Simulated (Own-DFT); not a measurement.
# Which arrangement is lower? As32Ga32, 64 atoms

These are calculations, not measurements. They come from Own-DFT, an in-house plane-wave density functional program, since retired, whose code no person has reviewed. Each row is one single-point run on a periodic cell that was not relaxed, without spin or spin-orbit coupling.

Settings of every run: PBE; PseudoDojo norm-conserving scalar-relativistic files; cutoff 42 hartree; 3 x 3 x 3 k mesh centred on Gamma; Fermi-Dirac smearing of 0.1 eV.

Known limits, some of them of some rows only: not probed for a lower state with spin; forces on such cells failed a check on a denser k mesh; forces not confirmed at this smearing and k mesh; stress not checked against mesh or cutoff.

All cells hold the same atoms in the same cell, with vectors in Å (11.307, 0.000, 0.000); (0.000, 11.307, 0.000); (0.000, 0.000, 11.307). Every atom was moved at random from its ideal site; u is the rms move along one axis. The defect's site can differ from row to row. E is the free energy of the cell above the lowest run. The arrangements:

- A: zincblende GaAs
- B: zincblende GaAs, with one As on a Ga site and one Ga on an As site, 2.4 Å apart

```
arrangement,u (Å),E (eV),P (GPa)
A,0.0182,0.000,3.49
A,0.0185,0.049,3.51
A,0.0200,0.021,3.49
A,0.0481,1.859,3.86
A,0.0493,2.455,4.02
A,0.0495,2.178,3.97
B,0.0305,3.125,3.92
B,0.0316,3.275,3.94
B,0.0322,3.336,3.95
B,0.0478,4.240,4.15
B,0.0489,4.661,4.27
B,0.0518,5.084,4.35
```

Question: once the cost of the random moves is taken out, how do the arrangements rank?

## Worked answer

Fit E = a + b u², with one b for all and one a for each arrangement, and with residuals divided by u², since the noise grows with the moves. Then b = 1019 eV/Å², the scatter at u = 0.04 Å is 0.15 eV, and against A:

- B: 2.56 ± 0.07 eV (higher)

These are energies of unrelaxed cells. Relaxing the atoms lowers the strained arrangements most, so the gaps would shrink and small ones could change sign.
